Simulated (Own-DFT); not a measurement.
## Calculated data, Al3GaAs4 (zincblende random alloy, atoms displaced)

Computed with Own-DFT development build. A calculation, not a measurement: plane-wave PBE density functional theory by an unreviewed code, no spin, of a simulated periodic cell, stress positive in tension, free energy of the whole cell less one offset for each atom, forces on such cells passed a denser k mesh, this cell's mesh not checked; offsets are fitted by least squares, one for each functional and potential file, so energies compare only between cells with the same atoms and settings and are not formation energies; the far tail of each file's local potential was reset to the Coulomb form; each entry is a single point on an unrelaxed cell, so the pressure reflects the starting lattice, mostly measured values, from which strain is counted, and rises with the displacements; printed positions are rounded, which can move forces by about a meV/angstrom; the program is a retired in-house code; no spin-orbit coupling.

```cif
# cell vector a (Å): 11.3183 0.0000 0.0000
# cell vector b (Å): 0.0000 11.3183 0.0000
# cell vector c (Å): 0.0000 0.0000 11.3183
data_Al3GaAs4
_symmetry_space_group_name_H-M 'P 1'
_symmetry_Int_Tables_number 1
_cell_length_a 11.3183
_cell_length_b 11.3183
_cell_length_c 11.3183
_cell_angle_alpha 90.000
_cell_angle_beta 90.000
_cell_angle_gamma 90.000
_cell_volume 1449.92
loop_
_atom_site_label
_atom_site_type_symbol
_atom_site_fract_x
_atom_site_fract_y
_atom_site_fract_z
_atom_site_occupancy
Ga1 Ga 0.00188 0.00111 0.99267 1
Al1 Al 0.99910 0.24739 0.24950 1
Al2 Al 0.24864 0.00297 0.24856 1
Al3 Al 0.25024 0.25079 0.99772 1
As1 As 0.12756 0.12436 0.12719 1
As2 As 0.12649 0.37245 0.37414 1
As3 As 0.37216 0.12432 0.37816 1
As4 As 0.37942 0.36925 0.12640 1
Al4 Al 0.99879 0.99970 0.49871 1
Al5 Al 0.00465 0.25053 0.74846 1
Al6 Al 0.24724 0.00473 0.75292 1
Al7 Al 0.25128 0.25112 0.49583 1
As5 As 0.11932 0.12391 0.62768 1
As6 As 0.12470 0.37187 0.87347 1
As7 As 0.37362 0.12990 0.87525 1
As8 As 0.37600 0.37475 0.62792 1
Ga2 Ga 0.99837 0.49692 0.00092 1
Al8 Al 0.00485 0.75017 0.24547 1
Ga3 Ga 0.25271 0.49613 0.24746 1
Al9 Al 0.25185 0.75062 0.99996 1
As9 As 0.12384 0.62450 0.12367 1
As10 As 0.12507 0.87650 0.37202 1
As11 As 0.37574 0.62084 0.37201 1
As12 As 0.37742 0.87157 0.13144 1
Ga4 Ga 0.00292 0.50192 0.49730 1
Al10 Al 0.00167 0.75256 0.74585 1
Ga5 Ga 0.25058 0.49910 0.74805 1
Al11 Al 0.24930 0.74833 0.49886 1
As13 As 0.12368 0.62728 0.62590 1
As14 As 0.12585 0.87660 0.87721 1
As15 As 0.37464 0.62255 0.87417 1
As16 As 0.37395 0.87773 0.62418 1
Al12 Al 0.50023 0.99858 0.00527 1
Al13 Al 0.49947 0.25376 0.25096 1
Al14 Al 0.74685 0.99495 0.25134 1
Ga6 Ga 0.75241 0.24855 0.00272 1
As17 As 0.62357 0.12878 0.12647 1
As18 As 0.62589 0.37258 0.37390 1
As19 As 0.87894 0.12700 0.37514 1
As20 As 0.87269 0.37467 0.11764 1
Al15 Al 0.49989 0.00390 0.50144 1
Ga7 Ga 0.50172 0.24691 0.75154 1
Al16 Al 0.75014 0.00218 0.74771 1
Ga8 Ga 0.75366 0.25014 0.49861 1
As21 As 0.62764 0.12352 0.62404 1
As22 As 0.62762 0.37636 0.88157 1
As23 As 0.87133 0.12491 0.87412 1
As24 As 0.87565 0.37381 0.62414 1
Al17 Al 0.49857 0.49929 0.99976 1
Al18 Al 0.49810 0.75051 0.25444 1
Al19 Al 0.74736 0.50104 0.24547 1
Al20 Al 0.74885 0.75112 0.00171 1
As25 As 0.62655 0.62255 0.13045 1
As26 As 0.62844 0.87632 0.37244 1
As27 As 0.87335 0.62391 0.37881 1
As28 As 0.87689 0.87548 0.12358 1
Al21 Al 0.50166 0.50173 0.49887 1
Al22 Al 0.50344 0.74670 0.74532 1
Al23 Al 0.75047 0.49789 0.74594 1
Al24 Al 0.75275 0.75236 0.50101 1
As29 As 0.62646 0.62279 0.62637 1
As30 As 0.62167 0.87516 0.87367 1
As31 As 0.87745 0.62060 0.87468 1
As32 As 0.87398 0.87859 0.62218 1
_calc_functional 'PBE'
_calc_potential_files 'PseudoDojo norm-conserving, scalar-relativistic, standard set'
_calc_wave_cutoff 42  # hartree
_calc_occupations 'Fermi-Dirac'
_calc_smearing_width 0.1  # eV
_calc_k_mesh '3 x 3 x 3 centred on Gamma'
_calc_free_energy_of_cell_above_offsets '-20.128'  # eV
_calc_pressure 2.96  # GPa
_calc_stress_xx -2.97  # GPa
_calc_stress_yy -2.97  # GPa
_calc_stress_zz -2.95  # GPa
_calc_stress_yz -0.08  # GPa
_calc_stress_xz -0.19  # GPa
_calc_stress_xy 0.41  # GPa
```

Force:
| element | x (eV/Å) | y (eV/Å) | z (eV/Å) |
| --- | --- | --- | --- |
| Ga | -0.337 | 0.221 | 0.734 |
| Al | 0.035 | 0.513 | -0.368 |
| Al | 0.36 | -0.412 | 0.292 |
| Al | -0.104 | 0.032 | 0.429 |
| As | -0.35 | 0.268 | -0.689 |
| As | -0.231 | 0.255 | -0.235 |
| As | 0.44 | 0.097 | -0.564 |
| As | -0.56 | 0.571 | -0.599 |
| Al | 0.252 | 0.051 | -0.094 |
| Al | -0.908 | -0.05 | 0.245 |
| Al | 0.261 | -0.215 | -0.189 |
| Al | -0.237 | -0.112 | 0.949 |
| As | 0.729 | 0.013 | -0.706 |
| As | 0.143 | 0.474 | 0.225 |
| As | 0.275 | -0.834 | 0.262 |
| As | 0.168 | -0.107 | -0.596 |
| Ga | 0.406 | 0.154 | -0.374 |
| Al | -0.697 | -0.073 | 0.562 |
| Ga | -0.262 | 0.025 | -0.146 |
| Al | 0.023 | -0.129 | 0.096 |
| As | 0.467 | -0.311 | -0.139 |
| As | 0.068 | -0.138 | 0.234 |
| As | -0.197 | 0.318 | 0.447 |
| As | -0.419 | 0.399 | -0.468 |
| Ga | -0.147 | -0.29 | 0.223 |
| Al | -0.419 | 0.002 | 0.6 |
| Ga | -0.236 | 0.015 | 0.182 |
| Al | 0.175 | 0.188 | -0.146 |
| As | 0.335 | -0.222 | -0.215 |
| As | 0.254 | -0.412 | -0.486 |
| As | 0.122 | 0.371 | -0.036 |
| As | -0.01 | -0.236 | 0.172 |
| Al | -0.192 | 0.236 | -0.379 |
| Al | 0.083 | -0.773 | 0.494 |
| Al | 0.747 | 0.936 | -0.541 |
| Ga | -0.418 | -0.224 | -0.371 |
| As | 0.131 | -0.485 | 0.247 |
| As | 0.1 | 0.394 | 0.142 |
| As | -0.584 | -0.571 | -0.251 |
| As | 0.373 | -0.055 | 1.289 |
| Al | 0.098 | -0.449 | -0.207 |
| Ga | 0.342 | 0.478 | 0.073 |
| Al | -0.147 | -0.41 | 0.365 |
| Ga | -0.171 | -0.033 | 0.045 |
| As | -0.125 | 0.388 | -0.076 |
| As | -0.085 | -0.19 | -0.76 |
| As | 0.487 | 0.267 | -0.254 |
| As | 0.342 | 0.128 | -0.007 |
| Al | 0.156 | 0.114 | 0.345 |
| Al | 0.567 | -0.345 | -0.035 |
| Al | 0.681 | -0.54 | 0.722 |
| Al | 0.125 | -0.289 | -0.264 |
| As | -0.769 | 0.731 | -0.756 |
| As | -0.744 | -0.353 | 0.865 |
| As | 0.22 | 0.218 | -0.87 |
| As | -0.027 | 0.099 | -0.023 |
| Al | -0.047 | -0.418 | 0.124 |
| Al | -0.596 | 0.348 | 0.359 |
| Al | 0.125 | -0.135 | 0.627 |
| Al | -0.362 | -0.245 | -0.033 |
| As | 0.177 | 0.231 | -0.554 |
| As | 0.274 | 0.013 | 0.04 |
| As | -0.304 | 0.694 | -0.302 |
| As | 0.144 | -0.187 | 0.347 |
